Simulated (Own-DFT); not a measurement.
# Response to strain: hcp Ru, 36 atoms (Ru36)

All numbers below are calculated, not measured. The program, named Own-DFT, is a retired in-house plane-wave density functional code that no person has reviewed. Each row is one single-point run on a periodic cell that was not relaxed, without spin or spin-orbit coupling.

Settings of every run: PBE; PseudoDojo norm-conserving scalar-relativistic files; cutoff 50 hartree; 5 x 5 x 4 k mesh centred on Gamma; cold (Marzari-Vanderbilt) smearing of 0.2 eV.

Known limits: forces on such cells failed a check on a denser k mesh; stress not checked against mesh or cutoff.

Unstrained cell vectors in Å: (8.118, 0.000, 0.000); (-4.059, 7.030, 0.000); (0.000, 0.000, 8.563). The unstrained cell has measured lattice constants (interpolated for alloys), not those of this functional. That, the random moves and any unrelaxed bonds set the pressure at no strain. Each run strains this cell uniformly, with the atoms carried along. Every atom was also moved at random, by a Gaussian of width 0.05 Å on each axis. Strain is the symmetric tensor, in per cent. Stress is positive in tension, and the pressure is minus a third of its trace.

```
run  e_xx (%)  e_yy (%)  e_zz (%)  e_yz (%)  e_xz (%)  e_xy (%)  s_xx (GPa)  s_yy (GPa)  s_zz (GPa)  s_yz (GPa)  s_xz (GPa)  s_xy (GPa)  P (GPa)  E (meV/atom)
  1     -1.25     -0.89     -1.39     -1.90     -0.56     -0.96      -21.20      -19.73      -23.22       -8.55       -2.48       -3.97    21.38          68.8
  2      0.65      1.10      0.99     -1.78      1.66      0.33        0.59        2.07        1.59       -6.18        5.99        1.81    -1.42           5.3
  3      1.15     -0.85      1.22      1.13     -1.33     -1.90       -1.08       -8.18        0.36        3.86       -4.65       -7.57     2.96          22.0
  4      0.90      1.54      0.37     -0.09     -0.26     -0.23        1.26        3.60       -0.39       -0.18       -1.01       -0.71    -1.49           0.0
  5     -1.22      0.83      1.30      1.67      1.27      1.14      -10.25       -3.27        0.26        5.90        4.36        4.98     4.42          15.5
  6     -1.52     -0.38      1.19     -0.64     -0.14     -1.25      -16.33      -10.53       -3.55       -2.54       -0.90       -4.93    10.14          31.9
  7     -1.14      1.05      1.16      0.97     -1.83     -0.16      -10.46       -1.09       -0.98        3.13       -6.41       -0.79     4.18          17.7
  8     -1.80     -1.82     -1.99      0.48      1.79     -1.67      -30.21      -29.56      -32.16        2.27        8.89       -8.65    30.65         118.6
  9      1.52      0.41     -0.50      0.35     -1.21     -1.25       -0.11       -3.90       -7.55        1.36       -4.35       -4.39     3.85          28.4
 10     -0.83      1.52     -0.93      0.14     -1.26     -0.07      -12.26       -1.85      -13.08        0.71       -5.19        0.26     9.07          25.5
 11     -0.48      1.76     -0.36      1.33      1.42      1.05      -10.06       -0.04       -9.69        5.00        5.95        2.75     6.60          58.8
 12      1.12      0.71     -1.51     -1.28     -0.29      0.29       -2.40       -3.93      -15.06       -5.42       -1.32        1.48     7.13          20.2
 13     -1.55     -1.65     -1.88      0.97      1.96     -0.72      -26.93      -27.56      -30.77        4.22        9.04       -3.71    28.42         110.1
 14     -0.87      0.13      1.57     -0.47      1.45      1.26      -10.24       -6.93        1.42       -1.96        4.91        5.50     5.25          29.7
 15      0.42     -1.88      1.11     -0.45      0.98      0.11       -7.26      -17.10       -4.74       -1.15        3.93        0.07     9.70          40.1
 16      0.09      1.18     -1.56      1.97     -1.60      0.97           ?           ?           ?           ?           ?           ?        ?             ?
```

E is the free energy for each atom above the lowest run shown.

## Worked fit

Each stress component was fitted by least squares to a constant and the strains of the runs shown, as fractions, with shears doubled. Shear strains stay in the fit of a normal stress only where such slopes are resolved. The slopes, in GPa:

```
stress,at no strain,per e_xx,per e_yy,per e_zz,scatter
s_xx,-8.7,630 ± 21,234 ± 19,246 ± 19,0.87
s_yy,-8.5,229 ± 19,643 ± 18,230 ± 17,0.79
s_zz,-8.9,224 ± 19,241 ± 17,728 ± 17,0.78
```

Each shear stress against twice its own strain: yz 194 ± 7, xz 202 ± 7, xy 210 ± 14 GPa. These are stiffnesses along x, y and z of the frame in which the cell vectors are given, which need not be the crystal's axes. The atoms are held to the strained lattice; where symmetry lets them move under strain, relaxing them would lower some slopes. The table should be nearly symmetric about its diagonal, and what it lacks of that shows the noise. A ninth of its sum, 378 ± 7 GPa, estimates the bulk modulus near the mean pressure of these runs, 9.4 GPa, so it lies above the value at zero pressure.

## Withheld run

Question: what normal stresses and pressure should run 16 give?

The fit gives s_xx = -9.2, s_yy = -4.3, s_zz = -17.1 and P = 10.2 GPa. The calculation gave -7.95, -4.59, -17.00 and P = 9.85 GPa.
